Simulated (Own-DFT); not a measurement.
# Strain and stress in wurtzite AlN, 72 atoms (Al36N36)

All numbers below are calculated, not measured. The program, named Own-DFT, is a retired in-house plane-wave density functional code that no person has reviewed. Each row is one single-point run on a periodic cell that was not relaxed, without spin or spin-orbit coupling.

Settings of every run: PBE; PseudoDojo norm-conserving scalar-relativistic files; cutoff 42 hartree; 4 x 4 x 3 k mesh centred on Gamma; Gaussian smearing of 0.01 eV.

Known limits: k mesh not checked against a denser one; stress not checked against mesh or cutoff.

Unstrained cell vectors in Å: (9.336, 0.000, 0.000); (-4.668, 8.085, 0.000); (0.000, 0.000, 9.964). The unstrained cell has measured lattice constants (interpolated for alloys), not those of this functional. That, the random moves and any unrelaxed bonds set the pressure at no strain. Each run strains this cell uniformly, with the atoms carried along. Every atom was also moved at random, by a Gaussian of width 0.05 Å on each axis. Strain is the symmetric tensor, in per cent. Stress is positive in tension, and the pressure is minus a third of its trace.

```
run  e_xx (%)  e_yy (%)  e_zz (%)  s_xx (GPa)  s_yy (GPa)  s_zz (GPa)  P (GPa)  E (meV/atom)
  1      0.00      0.00      1.50       -4.86       -3.20       -0.03     2.70           0.3
  2      0.00      0.00     -2.00       -9.16       -7.00      -12.11     9.42          14.1
  3      0.00      0.00     -1.25       -8.99       -5.74      -11.43     8.72          30.5
  4      0.00      0.00     -1.00       -6.70       -8.34      -10.77     8.60          29.5
  5      0.00      0.00     -0.25       -6.55       -4.54       -7.07     6.05           6.4
  6      0.00      0.00     -1.75       -6.70       -7.12      -13.85     9.22          15.6
  7      0.00      0.00      0.75       -6.02       -4.09       -3.26     4.46          10.1
  8      0.00      0.00      3.00       -4.27       -2.77        6.72     0.11           0.0
  9      0.00      0.00      2.50           ?           ?           ?        ?             ?
```

E is the free energy for each atom above the lowest run shown.

## Worked fit

The change of volume is close to e_xx + e_yy + e_zz. A straight line through the runs shown gives P = 5.91 - 197 x (fractional change of volume) GPa, with an error of 9 on the slope and a scatter of 0.42 GPa. The strain isn't the same on all axes and the cell isn't cubic, so the slope belongs to this path and is not the bulk modulus.

## Withheld run

Question: what pressure should run 9 give? Its volume changes by 2.50 %.

The line gives 1.0 GPa. The calculation gave 0.64 GPa.
